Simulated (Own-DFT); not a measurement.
# How strain changes the stress of diamond-structure SiGeSn with randomly placed atoms, 64 atoms (Ge40Si16Sn8)

These are calculations, not measurements. The program, named Own-DFT, is a retired in-house plane-wave density functional code that no person has reviewed. Each row is one single-point run on a periodic cell that was not relaxed, without spin or spin-orbit coupling.

Settings of every run: PBE; PseudoDojo norm-conserving scalar-relativistic files; cutoff 49 hartree; 3 x 3 x 3 k mesh centred on Gamma; Fermi-Dirac smearing of 0.1 eV.

Known limits: forces on such cells moved up to 12 meV/angstrom on a denser k mesh; stress not checked against mesh or cutoff.

Unstrained cell vectors in Å: (11.410, 0.000, 0.000); (0.000, 11.410, 0.000); (0.000, 0.000, 11.410). The unstrained cell has measured lattice constants (interpolated for alloys), not those of this functional. That, the random moves and any unrelaxed bonds set the pressure at no strain. Each run strains this cell uniformly, with the atoms carried along. Every atom was also moved at random, by a Gaussian of width 0.05 Å on each axis. The random placing of the alloy's atoms differs from row to row. Strain is the symmetric tensor, in per cent. Stress is positive in tension, and the pressure is minus a third of its trace.

| run | e_xx (%) | e_yy (%) | e_zz (%) | s_xx (GPa) | s_yy (GPa) | s_zz (GPa) | P (GPa) | E (meV/atom) |
|---|---|---|---|---|---|---|---|---|
| 1 | -2.75 | -2.75 | 0.00 | -10.34 | -10.35 | -8.53 | 9.74 | 68.2 |
| 2 | 1.50 | 1.50 | 0.00 | -2.45 | -2.41 | -3.38 | 2.75 | 14.6 |
| 3 | -2.00 | -2.00 | 0.00 | -9.04 | -8.69 | -7.49 | 8.41 | 57.6 |
| 4 | -0.50 | -0.50 | 0.00 | -5.96 | -6.02 | -5.34 | 5.77 | 36.0 |
| 5 | -2.25 | -2.25 | 0.00 | -9.46 | -9.54 | -7.88 | 8.96 | 72.7 |
| 6 | -3.00 | -3.00 | 0.00 | -11.12 | -10.83 | -8.91 | 10.28 | 76.4 |
| 7 | -1.50 | -1.50 | 0.00 | -7.68 | -7.65 | -6.55 | 7.29 | 35.4 |
| 8 | 1.00 | 1.00 | 0.00 | -2.96 | -2.98 | -3.58 | 3.18 | 0.0 |
| 9 | -1.75 | -1.75 | 0.00 | ? | ? | ? | ? | ? |

E is the free energy for each atom above the lowest run shown.

## Worked fit

The change of volume is close to e_xx + e_yy + e_zz. A straight line through the runs shown gives P = 5.05 - 86 x (fractional change of volume) GPa, with an error of 2 on the slope and a scatter of 0.21 GPa. The strain isn't the same on all axes, but the crystal is cubic, so the slope still estimates the bulk modulus, averaged over pressures from 2.7 to 10.3 GPa.

## Withheld run

Question: what pressure should run 9 give? Its volume changes by -3.47 %.

The line gives 8.0 GPa. The calculation gave 7.78 GPa.
